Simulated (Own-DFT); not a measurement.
# Response to strain: wurtzite AlN, 128 atoms (Al64N64)

Calculated results; nothing here was measured. They come from Own-DFT, an in-house plane-wave density functional program, since retired, whose code no person has reviewed. Each row is one single-point run on a periodic cell that was not relaxed, without spin or spin-orbit coupling.

Settings of every run: PBE; PseudoDojo norm-conserving scalar-relativistic files; cutoff 42 hartree; 2 x 2 x 2 k mesh centred on Gamma; Fermi-Dirac smearing of 0.1 eV.

Known limits: forces on such cells passed a denser k mesh, each cell not checked; stress not checked against mesh or cutoff.

Unstrained cell vectors in Å: (12.448, 0.000, 0.000); (-6.224, 10.780, 0.000); (0.000, 0.000, 9.964). The unstrained cell has measured lattice constants (interpolated for alloys), not those of this functional. That, the random moves and any unrelaxed bonds set the pressure at no strain. Each run strains this cell uniformly, with the atoms carried along. Every atom was also moved at random, by a Gaussian of width 0.05 Å on each axis. Strain is the symmetric tensor, in per cent. Stress is positive in tension, and the pressure is minus a third of its trace.

| run | e_xx (%) | e_yy (%) | e_zz (%) | e_yz (%) | e_xz (%) | e_xy (%) | s_xx (GPa) | s_yy (GPa) | s_zz (GPa) | s_yz (GPa) | s_xz (GPa) | s_xy (GPa) | P (GPa) | E (meV/atom) |
|---|---|---|---|---|---|---|---|---|---|---|---|---|---|---|
| 1 | 0.47 | -0.30 | -0.26 | 1.59 | 1.68 | 0.89 | -2.80 | -6.53 | -9.58 | 3.95 | 4.84 | 3.01 | 6.30 | 13.8 |
| 2 | -1.48 | -1.94 | -0.60 | -1.67 | 0.63 | -1.77 | -17.89 | -16.87 | -11.58 | -4.47 | 2.17 | -7.45 | 15.45 | 46.6 |
| 3 | -0.82 | 0.06 | 0.96 | 1.25 | -0.60 | -0.34 | -8.48 | -6.89 | -0.32 | 3.93 | -1.06 | -1.98 | 5.23 | 0.3 |
| 4 | 0.44 | -0.25 | 1.06 | -0.52 | -1.32 | 1.17 | -3.28 | -6.02 | -0.56 | -1.34 | -3.89 | 3.18 | 3.29 | 9.4 |
| 5 | 1.87 | 0.15 | 1.84 | -1.65 | -1.90 | 1.40 | 3.53 | -1.96 | 3.67 | -3.96 | -4.73 | 4.18 | -1.75 | 0.0 |
| 6 | 0.44 | -1.58 | -0.51 | -0.77 | 1.24 | -0.43 | -6.92 | -13.34 | -8.56 | -0.84 | 3.15 | -1.65 | 9.60 | 21.9 |
| 7 | -1.73 | 0.98 | 0.40 | -1.10 | 1.24 | 1.74 | -15.18 | -2.47 | -3.90 | -2.68 | 2.39 | 7.12 | 7.18 | 25.5 |
| 8 | 1.16 | -1.63 | 1.71 | 0.53 | -0.24 | 1.69 | -2.16 | -10.28 | 2.24 | 2.88 | -1.07 | 5.81 | 3.40 | 6.0 |
| 9 | 0.36 | -0.10 | -1.85 | -0.10 | 1.32 | 1.62 | -6.57 | -7.66 | -13.70 | -0.47 | 3.80 | 7.16 | 9.31 | 20.8 |
| 10 | 1.44 | -1.37 | 1.56 | -1.90 | 1.20 | -1.40 | 0.40 | -9.84 | 1.68 | -4.60 | 2.91 | -5.57 | 2.59 | 8.2 |
| 11 | -0.93 | -0.08 | 1.85 | 0.14 | -0.98 | 1.34 | -9.17 | -6.52 | 2.32 | -0.48 | -1.94 | 5.83 | 4.46 | 16.4 |
| 12 | -1.75 | 1.78 | 1.16 | 1.43 | 0.57 | 0.12 | -13.03 | 2.19 | -1.48 | 4.01 | 1.77 | 0.29 | 4.10 | 22.5 |
| 13 | 1.85 | 0.08 | -0.28 | -1.34 | -1.51 | 1.86 | 2.30 | -4.17 | -5.83 | -3.49 | -3.86 | 6.05 | 2.57 | 14.5 |
| 14 | 1.98 | -0.31 | -0.51 | 1.79 | 1.05 | -1.29 | 2.04 | -4.26 | -6.91 | 3.50 | 2.17 | -3.80 | 3.04 | 1.8 |
| 15 | 0.85 | 1.35 | -0.28 | -1.88 | 0.59 | 1.10 | ? | ? | ? | ? | ? | ? | ? | ? |

E is the free energy for each atom above the lowest run shown.

## Worked fit

Each stress component was fitted by least squares to a constant and the strains of the runs shown, as fractions, with shears doubled. Shear strains stay in the fit of a normal stress only where such slopes are resolved. The slopes, in GPa:

| stress | at no strain | per e_xx | per e_yy | per e_zz | scatter |
|---|---|---|---|---|---|
| s_xx | -6.7 | 506 ± 24 | 120 ± 32 | 83 ± 27 | 1.10 |
| s_yy | -5.8 | 114 ± 16 | 476 ± 21 | 67 ± 18 | 0.72 |
| s_zz | -5.9 | 64 ± 24 | 56 ± 32 | 474 ± 27 | 1.11 |

Each shear stress against twice its own strain: yz 128 ± 10, xz 120 ± 9, xy 193 ± 10 GPa. These are stiffnesses along x, y and z of the frame in which the cell vectors are given, which need not be the crystal's axes. The atoms are held to the strained lattice; where symmetry lets them move under strain, relaxing them would lower some slopes. The table should be nearly symmetric about its diagonal, and what it lacks of that shows the noise. A ninth of its sum, 218 ± 6 GPa, estimates the bulk modulus near the mean pressure of these runs, 5.3 GPa, so it lies above the value at zero pressure.

## Withheld run

Question: what normal stresses and pressure should run 15 give?

The fit gives s_xx = -1.0, s_yy = 1.4, s_zz = -6.0 and P = 1.9 GPa. The calculation gave 0.41, 0.39, -4.81 and P = 1.34 GPa.
